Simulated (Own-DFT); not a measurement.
# Strain and stress in wurtzite AlGaN with randomly placed atoms, 72 atoms (Al27Ga9N36)

Calculated results; nothing here was measured. The program, named Own-DFT, is a retired in-house plane-wave density functional code that no person has reviewed. Each row is one single-point run on a periodic cell that was not relaxed, without spin or spin-orbit coupling.

Settings of every run: PBE; PseudoDojo norm-conserving scalar-relativistic files; cutoff 42 hartree; 4 x 4 x 3 k mesh centred on Gamma; Fermi-Dirac smearing of 0.1 eV.

Known limits: forces on such cells passed a denser k mesh, each cell not checked; stress not checked against mesh or cutoff.

Unstrained cell vectors in Å: (9.394, 0.000, 0.000); (-4.697, 8.135, 0.000); (0.000, 0.000, 10.066). The unstrained cell has measured lattice constants (interpolated for alloys), not those of this functional. That, the random moves and any unrelaxed bonds set the pressure at no strain. Each run strains this cell uniformly, with the atoms carried along. Every atom was also moved at random, by a Gaussian of width 0.05 Å on each axis. The random placing of the alloy's atoms differs from row to row. Strain is the symmetric tensor, in per cent. Stress is positive in tension, and the pressure is minus a third of its trace.

```
run  e_xx (%)  e_yy (%)  e_zz (%)  s_xx (GPa)  s_yy (GPa)  s_zz (GPa)  P (GPa)  E (meV/atom)
  1      1.75      1.75      0.00        3.68        3.03       -4.33    -0.79           0.0
  2      1.00      1.00      0.00       -0.03       -2.12       -4.90     2.35          22.8
  3      2.25      2.25      0.00        5.48        4.21       -4.27    -1.81          29.7
  4     -1.50     -1.50      0.00      -16.41      -15.51       -8.50    13.48          44.9
  5     -2.50     -2.50      0.00      -22.05      -24.74       -9.82    18.87          73.2
  6     -2.75     -2.75      0.00      -26.57      -24.81      -10.73    20.70          93.4
  7      2.00      2.00      0.00        4.56        3.79       -4.38    -1.32           7.6
  8     -3.00     -3.00      0.00      -26.81      -24.37      -13.97    21.72          92.4
  9     -1.75     -1.75      0.00           ?           ?           ?        ?             ?
```

E is the free energy for each atom above the lowest run shown.

## Worked fit

The change of volume is close to e_xx + e_yy + e_zz. A straight line through the runs shown gives P = 7.68 - 229 x (fractional change of volume) GPa, with an error of 6 on the slope and a scatter of 0.74 GPa. The strain isn't the same on all axes and the cell isn't cubic, so the slope belongs to this path and is not the bulk modulus.

## Withheld run

Question: what pressure should run 9 give? Its volume changes by -3.47 %.

The line gives 15.6 GPa. The calculation gave 14.98 GPa.
